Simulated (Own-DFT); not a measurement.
Simulation results for Hf$_{16}$O$_{31}$ (monoclinic hafnia with two neutral oxygen vacancies, atoms displaced), Hf$_{31}$SiO$_{64}$ (monoclinic hafnia with substituted atoms, atoms displaced)

All values are calculated (Own-DFT development build). A calculation, not a measurement: plane-wave PBE and HSE06 DFT by an unreviewed code, no spin, of a simulated cell at Gamma alone, so results move with cell size and shape, stress positive in tension, energies less offsets, not probed for a lower state with spin; hafnium file: forces about 75 meV/angstrom off all-electron values; oxygen file: force components 24 meV/angstrom off all-electron in a glass; k mesh not checked against a denser one; forces and stress are PBE's, HSE06 gives the energy alone, and its difference from PBE has offsets of its own; offsets are fitted by least squares, one for each functional and potential file, so energies compare only between cells with the same atoms and settings and are not formation energies; the far tail of each file's local potential was reset to the Coulomb form; each entry is a single point on an unrelaxed cell, so the pressure reflects the starting lattice, mostly measured values, from which strain is counted, and rises with the displacements; printed positions are rounded, which can move forces by about a meV/angstrom; the program is a retired in-house code; no spin-orbit coupling.

Common to all runs: first functional PBE; second functional HSE06; exact exchange share 0.25; screening 0.11 1/bohr; exchange divergence Gygi-Baldereschi; potential files PseudoDojo norm-conserving, scalar-relativistic, made for PBE, standard set; wave cutoff 48 hartree; occupations fixed; k mesh 1 x 1 x 1 centred on Gamma.

(1) Hf$_{16}$O$_{31}$ (monoclinic hafnia with two neutral oxygen vacancies, atoms displaced)

```
cell vectors (Å)
  10.2340     0.0000     0.0000
   0.0000    10.3500     0.0000
  -1.6955     0.0000    10.4453
atoms (fractions of the cell vectors)
Hf  0.14235  0.01488  0.10948
Hf  0.36497  0.27486  0.14608
Hf  0.36200  0.47734  0.39487
Hf  0.12619  0.23014  0.35637
O   0.04909  0.17350  0.18108
O   0.46094  0.40789  0.08114
O   0.46342  0.33990  0.33581
O   0.04406  0.07235  0.42698
O   0.23042  0.37164  0.23171
O   0.27353  0.12596  0.00287
O   0.29202  0.13021  0.25997
O   0.22339  0.38094  0.48893
Hf  0.13442  0.01404  0.59340
Hf  0.35853  0.27606  0.64050
Hf  0.35025  0.48100  0.89340
Hf  0.14241  0.23260  0.85549
O   0.03621  0.15741  0.67628
O   0.46524  0.42071  0.57840
O   0.46690  0.34254  0.83127
O   0.03500  0.09149  0.92722
O   0.23158  0.36962  0.74698
O   0.26573  0.13365  0.51050
O   0.27774  0.12065  0.75002
O   0.21833  0.37229  0.98673
Hf  0.14802  0.52461  0.09706
Hf  0.37838  0.78023  0.15322
Hf  0.37863  0.98130  0.39238
Hf  0.13466  0.72350  0.34823
O   0.02617  0.66038  0.17847
O   0.46427  0.92783  0.07813
O   0.47047  0.82996  0.33456
O   0.22069  0.88037  0.23943
O   0.27728  0.63058  0.02020
O   0.28889  0.61403  0.25780
O   0.21841  0.85769  0.47994
Hf  0.14530  0.50950  0.60998
Hf  0.36329  0.77492  0.63689
Hf  0.36347  0.97319  0.90564
Hf  0.13921  0.72439  0.85782
O   0.03055  0.66918  0.67054
O   0.46583  0.89918  0.58522
O   0.46944  0.82790  0.82696
O   0.04517  0.58122  0.93212
O   0.21412  0.88006  0.74427
O   0.26116  0.60824  0.76398
O   0.21877  0.86745  0.99366
Hf  0.64600  0.02252  0.11541
Hf  0.87264  0.25957  0.14393
Hf  0.86108  0.48900  0.41421
Hf  0.63281  0.23338  0.36469
O   0.53006  0.16736  0.16653
O   0.96164  0.41574  0.07885
O   0.96148  0.34101  0.32324
O   0.53307  0.09016  0.40583
O   0.72052  0.37280  0.25003
O   0.78290  0.14080  0.01485
O   0.76887  0.11794  0.24873
O   0.72075  0.37474  0.50601
Hf  0.63934  0.00993  0.62507
Hf  0.86530  0.26841  0.64820
Hf  0.85510  0.48573  0.89870
Hf  0.63737  0.22718  0.84471
O   0.55298  0.16509  0.67163
O   0.96406  0.42182  0.57387
O   0.96311  0.33342  0.81503
O   0.52801  0.10275  0.92960
O   0.72801  0.37572  0.74201
O   0.77818  0.12095  0.50925
O   0.76972  0.10733  0.75868
O   0.72948  0.36625  0.99533
Hf  0.62636  0.52237  0.10187
Hf  0.86024  0.77831  0.14812
Hf  0.86302  0.98415  0.42317
Hf  0.63114  0.72996  0.35493
O   0.53713  0.67165  0.17163
O   0.97140  0.92178  0.07599
O   0.96510  0.84282  0.32701
O   0.53639  0.58594  0.40814
O   0.71986  0.87952  0.24242
O   0.77856  0.63936  0.00681
O   0.77153  0.61790  0.25965
O   0.73919  0.87694  0.49264
Hf  0.62992  0.51671  0.60202
Hf  0.86857  0.76812  0.63758
Hf  0.84669  0.98181  0.89528
Hf  0.63559  0.72143  0.87230
O   0.53024  0.67144  0.67203
O   0.96272  0.92612  0.58407
O   0.97609  0.82865  0.83902
O   0.53234  0.57146  0.92124
O   0.72912  0.87416  0.73246
O   0.78812  0.62275  0.51406
O   0.76769  0.61264  0.75741
O   0.73523  0.86950  0.99218
```

```
PBE energy of cell above offsets : -80.790 eV
HSE06 less PBE above offsets     : 1.032 eV
PBE pressure                     : 7.86 GPa
PBE stress xx                    : -7.91 GPa
PBE stress yy                    : -8.25 GPa
PBE stress zz                    : -7.43 GPa
PBE stress yz                    : 1.74 GPa
PBE stress xz                    : -0.78 GPa
PBE stress xy                    : -1.12 GPa
```

Force:
```csv
element,x (eV/Å),y (eV/Å),z (eV/Å)
Hf,0.014,1.86,-1.716
Hf,-1.473,-3.129,-0.203
Hf,-1.505,1.359,-1.075
Hf,1.509,0.812,-0.383
O,-0.145,-1.279,-0.661
O,1.829,3.272,-0.958
O,1.219,-1.292,-0.18
O,-1.233,1.173,-1.956
O,-1.172,1.336,1.242
O,0.32,0.31,0.748
O,-0.841,-2.165,1.182
O,0.136,-0.916,0.523
Hf,2.742,0.744,4.085
Hf,-0.067,-2.208,1.608
Hf,1.351,-1.59,0.898
Hf,-1,-2.995,-0.28
O,-0.7,0.731,-0.759
O,-0.721,-0.576,-0.018
O,0.379,-0.656,-1.31
O,-1.102,-0.406,-0.12
O,-0.269,0.53,-1.586
O,1.901,0.201,-0.464
O,0.572,-0.06,0.731
O,0.407,0.488,0.059
Hf,-2.64,-1.86,3.251
Hf,-3.783,-0.992,-1.503
Hf,-3.942,1.483,-0.301
Hf,-1.03,0.044,0.054
O,0.797,-0.022,-0.072
O,0.363,-1.211,1.169
O,-1.115,1.024,-0.418
O,1.814,-0.619,0.729
O,1.99,0.759,-1.135
O,-0.914,1.191,0.64
O,1.186,0.801,1.219
Hf,-1.476,2.594,-0.862
Hf,-4.164,-3.593,2.546
Hf,-0.992,2.195,-2.68
Hf,-0.619,2.068,-0.552
O,1.388,-1.294,-0.125
O,3.104,5.004,-2.6
O,-0.852,0.92,1.156
O,-1.694,-0.349,-1.616
O,1.547,-0.75,-0.485
O,1.13,0.627,-0.653
O,1.484,0.102,0.376
Hf,-0.689,2.269,-1.381
Hf,-1.3,3.765,1.23
Hf,0.576,-1.621,-4.611
Hf,2.808,2.395,-2.93
O,0.803,-0.315,1.355
O,1.001,0.493,-0.723
O,0.825,-0.577,1.495
O,-0.882,-2.692,2.227
O,-0.476,0.571,-0.374
O,-0.865,-3.468,-2.542
O,0.856,0.367,2.493
O,0.254,-1.115,-1.049
Hf,0.734,-0.165,-3.743
Hf,0.63,0.549,0.183
Hf,1.289,-2.261,0.8
Hf,-0.883,2.077,3.431
O,-2.996,1.166,-1.381
O,0.736,-1.14,1.293
O,0.187,0.878,1.204
O,0.619,-1.699,-0.513
O,-0.65,0.024,-0.013
O,-1.458,2.164,1.417
O,1.042,1.32,0.363
O,-0.714,1.46,-0.94
Hf,2.415,-3.325,1.762
Hf,1.434,-0.376,1.553
Hf,1.522,0.391,-6.496
Hf,4.716,-0.437,0.127
O,0.065,0.294,-0.461
O,-1.464,-0.716,0.545
O,0.249,-1.075,0.235
O,-0.557,-1.315,1.794
O,-0.38,-0.565,-0.133
O,-0.547,-1.293,0.743
O,-0.18,0.748,0.021
O,-3.551,-2.656,0.513
Hf,1.408,1.469,1.65
Hf,-0.238,-0.447,2.649
Hf,5.339,-0.748,1.188
Hf,0.451,0.347,-4.189
O,0.797,-1.307,-0.111
O,-0.021,-1.443,1.459
O,-2.421,0.931,-0.878
O,0.235,1.045,0.392
O,-0.18,-1.074,2.006
O,-2.06,1.751,0.424
O,-0.213,1.048,0.395
O,-2.006,0.649,-0.021
```

(2) Hf$_{31}$SiO$_{64}$ (monoclinic hafnia with substituted atoms, atoms displaced)

```
cell vectors (Å)
  10.2340     0.0000     0.0000
   0.0000    10.3500     0.0000
  -1.6955     0.0000    10.4453
atoms (fractions of the cell vectors)
Hf  0.13486  0.02747  0.11119
Hf  0.35900  0.26516  0.14642
Hf  0.35794  0.47243  0.39255
Hf  0.13417  0.23407  0.35412
O   0.03301  0.16702  0.17702
O   0.47055  0.41867  0.07245
O   0.45913  0.33819  0.32803
O   0.03807  0.08852  0.42689
O   0.22441  0.37739  0.23609
O   0.28286  0.13168  0.01045
O   0.27535  0.11054  0.25864
O   0.23374  0.37394  0.48871
Hf  0.13299  0.01084  0.60981
Hf  0.36765  0.27032  0.64791
Hf  0.36511  0.47917  0.89817
Hf  0.14554  0.23073  0.85597
O   0.03899  0.16616  0.68556
O   0.46094  0.41409  0.57028
O   0.45880  0.33904  0.83064
O   0.03890  0.08578  0.93029
O   0.22253  0.38374  0.73907
O   0.27053  0.13239  0.51190
O   0.27716  0.12416  0.75671
O   0.22682  0.36609  0.98972
Hf  0.14340  0.52404  0.10778
Hf  0.36181  0.77171  0.14704
Hf  0.36015  0.96899  0.38977
Hf  0.14611  0.72845  0.35304
O   0.04418  0.66861  0.18086
O   0.46809  0.92783  0.08136
O   0.45718  0.83468  0.32734
O   0.03203  0.58695  0.41293
O   0.21869  0.88454  0.24096
O   0.26907  0.63022  0.99982
O   0.27248  0.62207  0.25986
O   0.22656  0.87545  0.48845
Hf  0.13573  0.52624  0.60026
Hf  0.37224  0.76212  0.65193
Hf  0.35661  0.97507  0.88621
Hf  0.13282  0.73241  0.84862
O   0.04119  0.67005  0.67355
O   0.46265  0.91856  0.57630
O   0.46043  0.83021  0.82169
O   0.04202  0.58965  0.92623
O   0.23275  0.88189  0.74031
O   0.27606  0.62136  0.50404
O   0.26858  0.62181  0.75867
O   0.21734  0.87300  0.98716
Si  0.63970  0.02949  0.10506
Hf  0.86155  0.27009  0.14521
Hf  0.86240  0.48340  0.38863
Hf  0.63464  0.22745  0.34836
O   0.54292  0.16839  0.17412
O   0.95771  0.41056  0.08913
O   0.96930  0.33594  0.32353
O   0.53016  0.07841  0.41264
O   0.72152  0.37912  0.23634
O   0.78241  0.12962  0.01268
O   0.77338  0.12656  0.26706
O   0.73009  0.37250  0.49527
Hf  0.63844  0.02252  0.60964
Hf  0.86307  0.27997  0.64622
Hf  0.85728  0.47429  0.89910
Hf  0.63904  0.22277  0.84521
O   0.53448  0.15863  0.67241
O   0.96649  0.41523  0.57658
O   0.95982  0.32942  0.82206
O   0.53475  0.08957  0.92360
O   0.72798  0.38020  0.74156
O   0.76881  0.12207  0.50449
O   0.77444  0.11728  0.76578
O   0.72934  0.37316  0.00022
Hf  0.63885  0.51221  0.10600
Hf  0.86365  0.76700  0.14520
Hf  0.86077  0.97665  0.39443
Hf  0.62939  0.73369  0.34782
O   0.53797  0.66562  0.18265
O   0.95608  0.91718  0.06933
O   0.96290  0.83789  0.32597
O   0.54086  0.58210  0.42969
O   0.72667  0.88726  0.24477
O   0.77224  0.61925  0.01324
O   0.76873  0.62159  0.25600
O   0.71481  0.86491  0.48073
Hf  0.63363  0.52287  0.60526
Hf  0.86530  0.78280  0.64154
Hf  0.87049  0.97911  0.90059
Hf  0.64458  0.73056  0.85217
O   0.53193  0.67141  0.67596
O   0.95904  0.91274  0.58236
O   0.96290  0.83259  0.82732
O   0.53793  0.58441  0.92332
O   0.73420  0.87523  0.74053
O   0.78057  0.62839  0.51827
O   0.77252  0.62345  0.75264
O   0.72570  0.86749  0.99525
```

```
PBE energy of cell above offsets : -86.045 eV
HSE06 less PBE above offsets     : 0.216 eV
PBE pressure                     : 5.2 GPa
PBE stress xx                    : -5.54 GPa
PBE stress yy                    : -4.69 GPa
PBE stress zz                    : -5.37 GPa
PBE stress yz                    : -0.95 GPa
PBE stress xz                    : -0.57 GPa
PBE stress xy                    : 1.19 GPa
```

Force:
```csv
element,x (eV/Å),y (eV/Å),z (eV/Å)
Hf,0.552,-1.047,-1.271
Hf,0.853,0.453,-0.461
Hf,0.504,1.727,0.718
Hf,1.03,-1.3,1.448
O,0.266,-0.302,-0.178
O,-1.821,-1.397,0.979
O,1.661,-1.826,-1.147
O,-1.323,-1.001,0.073
O,-0.258,-0.018,-0.138
O,-0.603,-0.681,-0.072
O,0.054,1.95,-0.347
O,-1.603,-0.537,-0.227
Hf,1.68,3.076,-1.362
Hf,-2.232,0.17,-1.147
Hf,-0.915,1.306,-0.524
Hf,-0.651,-0.098,-0.688
O,-0.547,-0.963,-1.392
O,1.204,0.045,1.223
O,2.126,-1.887,-1.106
O,0.122,0.381,-0.304
O,0.003,-0.384,-0.233
O,0.307,-0.008,0.354
O,0.182,-0.681,0.957
O,-0.089,0.981,0.832
Hf,-0.99,-0.275,-1.453
Hf,0.481,0.567,-1.504
Hf,-0.869,3.636,2.444
Hf,-1.216,0.906,1.198
O,-1.163,-0.041,-1.546
O,1.104,-0.103,0.141
O,1.086,-2.084,-1.026
O,0.067,-0.173,0.756
O,0.141,-1.587,-0.639
O,1.067,0.308,2.149
O,1.381,-0.184,-0.605
O,-0.969,-1.168,0.248
Hf,0.447,-0.991,0.496
Hf,-2.796,1.672,-2.06
Hf,0.813,1.214,2.272
Hf,0.986,-0.753,1.217
O,-1.15,0.459,-1.044
O,0.517,-0.418,0.48
O,1.235,0.377,1.577
O,-2.273,-1.656,0.352
O,-1.262,-0.408,-0.358
O,-0.065,1.195,0.571
O,1.221,0.041,-0.307
O,1.055,0.328,0.348
Si,-2.171,-0.034,-0.816
Hf,-1.307,-0.853,0.914
Hf,-0.916,-0.112,1.346
Hf,-0.028,-0.158,2.386
O,0.635,-1.62,-1.939
O,2.759,2.612,-1.652
O,-0.98,0.732,0.746
O,0.31,0.57,0.677
O,0.29,-0.4,1.237
O,-1.843,-1.159,0.466
O,0.684,-0.998,-1.233
O,-0.571,-0.169,-0.923
Hf,0.353,-1.728,-2.474
Hf,0.618,-1.677,-0.747
Hf,1.143,1.007,-0.11
Hf,-0.466,1.031,2.325
O,-0.506,1.314,0.563
O,0.821,0.676,-0.534
O,0.431,0.963,1.727
O,0.591,-0.947,1.107
O,-1.04,-0.171,0.246
O,0.201,0.68,1.393
O,0.117,0.306,-0.706
O,-0.693,-1.096,-2.111
Hf,0.084,1.67,-0.361
Hf,-0.555,0.522,0.412
Hf,-0.589,1.471,-0.188
Hf,1.286,-1.285,1.981
O,-1.85,0.085,-2.097
O,1.511,-0.427,2.179
O,0.845,-0.838,-0.15
O,-0.72,0.446,-0.807
O,-0.568,0.779,-2.315
O,1.191,1.174,-0.455
O,0.907,0.237,0.617
O,0.846,1.263,1.405
Hf,1.431,0.097,-0.794
Hf,-2.967,-5.394,0.766
Hf,-1.055,0.256,-0.731
Hf,-0.357,-0.405,1.109
O,2.093,-1.823,-0.133
O,2.426,3.213,-1.75
O,0.4,0.257,-0.094
O,-0.071,0.41,-0.503
O,-1.396,1.009,-0.228
O,0.222,-0.125,-1.033
O,-0.108,-0.709,1.772
O,-0.787,0.529,-0.181
```
